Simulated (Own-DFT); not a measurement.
## Calculated data, SiC (4H silicon carbide, atoms displaced)

Computed with Own-DFT development build. A calculation, not a measurement: plane-wave PBE density functional theory by an unreviewed code, no spin, of a simulated periodic cell, stress positive in tension, free energy of the whole cell less one offset for each atom, forces on such cells passed a denser k mesh, this cell's mesh not checked; offsets are fitted by least squares, one for each functional and potential file, so energies compare only between cells with the same atoms and settings and are not formation energies; the far tail of each file's local potential was reset to the Coulomb form; each entry is a single point on an unrelaxed cell, so the pressure reflects the starting lattice, mostly measured values (interpolated for alloys), from which strain is counted, and rises with the displacements; printed positions are rounded, which can move forces by about a meV/angstrom; the program, named Own-DFT, is a retired in-house code; no spin-orbit coupling.

SiC (4H silicon carbide, atoms displaced)

```
CELL_PARAMETERS angstrom
12.33080 0.00000 0.00000
-6.16540 10.67880 0.00000
0.00000 0.00000 10.06810
ATOMIC_POSITIONS crystal
Si 0.99868 0.98217 0.41861
Si 0.09415 0.18425 0.15983
C 0.00629 0.00831 0.09080
C 0.07803 0.14973 0.32303
Si 0.00902 0.25251 0.40837
Si 0.08551 0.41285 0.15618
C 0.99521 0.25695 0.08318
C 0.08236 0.40349 0.34818
Si 0.00203 0.50325 0.42009
Si 0.08024 0.66489 0.16490
C 0.99662 0.50681 0.08729
C 0.09477 0.66984 0.34978
Si 0.01248 0.76619 0.40661
Si 0.08697 0.91278 0.17448
C 0.99347 0.74958 0.08940
C 0.06829 0.91272 0.35336
Si 0.26560 0.99437 0.41106
Si 0.33930 0.15710 0.15319
C 0.23987 0.00795 0.10298
C 0.32995 0.15647 0.36262
Si 0.23835 0.23573 0.39515
Si 0.33124 0.41626 0.16406
C 0.25561 0.25665 0.08816
C 0.33869 0.41393 0.34690
Si 0.23666 0.49449 0.40877
Si 0.34511 0.65790 0.14891
C 0.25253 0.49939 0.08809
C 0.34944 0.66225 0.34426
Si 0.24775 0.74297 0.40158
Si 0.32766 0.89116 0.15386
C 0.25490 0.75193 0.10585
C 0.34406 0.93035 0.36408
Si 0.50069 0.00468 0.40265
Si 0.58602 0.19174 0.15084
C 0.50077 0.99758 0.09993
C 0.58031 0.17753 0.34395
Si 0.51452 0.26326 0.40652
Si 0.58078 0.41983 0.15216
C 0.50416 0.26696 0.10353
C 0.58590 0.41442 0.36360
Si 0.49590 0.48947 0.40385
Si 0.58851 0.66669 0.15642
C 0.50410 0.49947 0.06608
C 0.57342 0.65557 0.34457
Si 0.51789 0.76748 0.39555
Si 0.58163 0.92380 0.16345
C 0.49211 0.72811 0.09281
C 0.58850 0.92145 0.35687
Si 0.76008 0.99553 0.40584
Si 0.82434 0.14882 0.15035
C 0.75911 0.01470 0.08956
C 0.82696 0.16227 0.33937
Si 0.74395 0.24591 0.40718
Si 0.82805 0.41693 0.14834
C 0.75415 0.25699 0.09332
C 0.85080 0.42170 0.35257
Si 0.75885 0.49404 0.39325
Si 0.83847 0.67126 0.14597
C 0.75287 0.49840 0.09152
C 0.82012 0.65180 0.37423
Si 0.74273 0.74994 0.42049
Si 0.81862 0.89691 0.14904
C 0.74688 0.73761 0.08321
C 0.84126 0.90829 0.33924
Si 0.00680 0.02553 0.89831
Si 0.91252 0.84544 0.65388
C 0.99760 0.00255 0.58356
C 0.91207 0.82578 0.83752
Si 0.99773 0.75449 0.90267
Si 0.91574 0.57800 0.66627
C 0.00190 0.75595 0.59337
C 0.91295 0.58176 0.83875
Si 0.00166 0.51127 0.91064
Si 0.93242 0.33488 0.65385
C 0.98828 0.49446 0.60066
C 0.92765 0.33366 0.85453
Si 0.00007 0.24904 0.91062
Si 0.92450 0.08169 0.66327
C 0.99645 0.25231 0.60658
C 0.91445 0.09128 0.84909
Si 0.74076 0.98707 0.90629
Si 0.66612 0.84293 0.65220
C 0.73826 0.99940 0.60443
C 0.67891 0.84716 0.83437
Si 0.74224 0.75638 0.87134
Si 0.66561 0.59126 0.66590
C 0.74195 0.75208 0.59291
C 0.65304 0.58401 0.84062
Si 0.74053 0.49895 0.90744
Si 0.68501 0.33547 0.67020
C 0.74531 0.49645 0.59714
C 0.68067 0.35518 0.84530
Si 0.73625 0.23327 0.90671
Si 0.67024 0.08058 0.65685
C 0.75459 0.24867 0.58793
C 0.66542 0.08392 0.84910
Si 0.50080 0.00069 0.90490
Si 0.42102 0.81545 0.64985
C 0.51044 0.01523 0.58189
C 0.41729 0.84167 0.83972
Si 0.51521 0.76242 0.91059
Si 0.41872 0.58129 0.65891
C 0.51400 0.76302 0.60402
C 0.40990 0.57796 0.85846
Si 0.48921 0.49377 0.90154
Si 0.42913 0.34875 0.66575
C 0.50866 0.49536 0.57024
C 0.40229 0.34040 0.85263
Si 0.49475 0.25118 0.90235
Si 0.40656 0.07948 0.64170
C 0.51469 0.26932 0.59865
C 0.42865 0.07989 0.84149
Si 0.26048 0.01754 0.90302
Si 0.15556 0.81752 0.64672
C 0.23675 0.99350 0.60385
C 0.15341 0.81963 0.85260
Si 0.24384 0.74339 0.91288
Si 0.16442 0.58495 0.64713
C 0.25392 0.74306 0.59098
C 0.16813 0.58597 0.84543
Si 0.26101 0.50971 0.91743
Si 0.16749 0.33339 0.66456
C 0.23670 0.49038 0.58902
C 0.14663 0.31333 0.84836
Si 0.24141 0.24398 0.89569
Si 0.17063 0.07601 0.64172
C 0.25946 0.24135 0.59187
C 0.17871 0.08438 0.87479
```

| Item | Value |
| --- | --- |
| functional | PBE |
| potential files | PseudoDojo norm-conserving, scalar-relativistic, standard set |
| wave cutoff | 42 hartree |
| occupations | Fermi-Dirac |
| smearing width | 0.1 eV |
| hardware | one NVIDIA H200 |
| k mesh | 3 x 3 x 3 centred on Gamma |
| free energy of cell above offsets | 23.733 eV |
| pressure | 11.67 GPa |
| stress xx | -10.95 GPa |
| stress yy | -14.54 GPa |
| stress zz | -9.53 GPa |
| stress yz | -1.76 GPa |
| stress xz | 0.54 GPa |
| stress xy | 1.78 GPa |
| wall time | 551.4 s |

Force:
```
element  x (eV/Å)  y (eV/Å)  z (eV/Å)
     Si    -5.171     4.676    -4.768
     Si    -0.651    -2.575    -5.572
      C    -1.199     -1.29     0.256
      C     -0.96     0.837     7.299
     Si      -1.3    -4.647     0.512
     Si     -2.16      0.98    -0.785
      C     1.269     -1.44     4.143
      C    -1.882      3.74    -1.871
     Si     1.219     -0.15    -1.276
     Si    -0.131     -0.04    -1.636
      C     1.474    -0.362     3.092
      C    -3.539    -0.999     -0.86
     Si    -1.283    -7.448     2.356
     Si    -3.473       1.4    -3.865
      C     2.992     1.384     1.513
      C      7.39     0.561    -2.995
     Si    -8.065      3.61     2.193
     Si    -2.633     4.017     3.297
      C     4.073    -4.146    -2.002
      C     1.144     1.617    -2.688
     Si      1.88     1.314      1.53
     Si     2.074    -0.282    -2.335
      C     0.279    -0.487     1.041
      C    -2.856      -1.6    -0.477
     Si     4.816     1.088    -0.641
     Si    -5.021    -0.419      3.54
      C    -0.742    -0.966      3.54
      C    -3.208      0.53    -0.333
     Si     4.496     2.394     1.333
     Si    -0.891     12.21     3.382
      C     0.038    -9.402     -3.34
      C     3.485    -7.673    -5.012
     Si     2.365     2.384         1
     Si     3.366    -3.556     1.956
      C    -2.146     1.174     -1.14
      C     2.711    -1.668    -1.688
     Si    -3.403    -4.207     3.538
     Si     0.082     3.658     1.562
      C    -0.903    -4.207    -3.743
      C       0.3     3.585    -5.531
     Si     0.283     1.592    -2.583
     Si     0.639    -2.559     -0.57
      C    -0.388      0.67     8.845
      C     1.399     2.427    -0.409
     Si    -0.797    -6.174     2.419
     Si     2.169    -0.913    -0.064
      C     3.271     6.101    -1.611
      C     0.147     2.659     -3.18
     Si    -1.174     1.595     0.512
     Si    -0.084     11.77     4.168
      C    -0.817    -12.52    -2.865
      C      1.56    -0.258     0.744
     Si     1.367     0.868    -0.732
     Si     3.276     0.587     1.669
      C    -0.769    -2.695    -0.307
      C    -2.613    -2.317    -3.024
     Si    -1.643    -1.062     4.313
     Si    -1.436    -2.345     2.799
      C    -2.537     1.137     0.286
      C     1.262     5.505    -3.849
     Si     1.441    -2.481    -4.231
     Si     2.712      4.01     -0.03
      C    -1.747     1.742    -1.049
      C    -2.583    -0.477     1.164
     Si     2.703    -4.467     3.986
     Si     2.223    -3.365     0.446
      C     0.737     0.795     4.489
      C    -1.871     2.847    -0.867
     Si    -0.406    -1.902     0.476
     Si    -3.273     1.211    -3.241
      C    -1.676    -1.509    -0.574
      C    -0.814     1.092     3.438
     Si     0.827    -2.475    -1.822
     Si    -6.582     0.727      3.73
      C      3.16     1.576    -0.724
      C    -3.686     1.029    -2.181
     Si    -2.722     0.264    -0.215
     Si    -3.696       1.9    -0.405
      C     6.102    -3.553    -4.024
      C    -0.455    -2.123    -1.635
     Si     0.472     7.143     1.508
     Si     2.457    -0.458     0.592
      C     6.253     0.077    -3.168
      C    -3.236    -3.321    -0.393
     Si     4.555    -2.669     4.732
     Si     1.756    -2.857    -4.367
      C     0.387     1.572     3.224
      C     0.812     0.022      0.74
     Si     1.222     4.718     0.566
     Si    -2.804     0.536     -3.39
      C     1.534     1.311     0.175
      C    -0.685    -7.777     0.548
     Si      1.96     6.941     1.279
     Si    -4.261     3.441      0.56
      C     1.124    -0.028       2.4
      C     0.657    -3.599    -1.764
     Si     1.276    -1.208     1.481
     Si    -6.285     5.195      2.17
      C    -0.681    -2.442     1.887
      C     1.252    -2.441     0.672
     Si    -2.631    -2.064    -0.893
     Si    -0.335    -0.202     -1.02
      C     1.158    -5.608    -3.576
      C     2.454     3.504    -4.084
     Si     0.474     2.576    -1.471
     Si     0.009    -2.907    -2.208
      C     -2.28     2.476      7.91
      C     3.306    -2.718    -3.005
     Si     0.957     1.279    -0.089
     Si       2.6     2.515     1.706
      C     0.252    -2.834     0.889
      C    -4.543      2.59    -0.518
     Si     4.741    -6.539     2.554
     Si     1.975     2.259     3.502
      C     5.652    -3.874    -2.527
      C      2.85     3.091    -1.825
     Si     0.167     2.085    -0.835
     Si     0.073    -1.835     2.757
      C    -0.828     0.971    -0.998
      C     0.711    -0.939    -0.282
     Si    -4.502    -3.173    -3.044
     Si     0.474     -1.96    -0.582
      C     1.493     1.721      1.67
      C     4.473     4.084    -1.697
     Si    -0.659     2.297     3.061
     Si    -4.275     3.808     3.049
      C    -2.526     1.704     0.216
      C    -6.355     1.023    -5.922
```
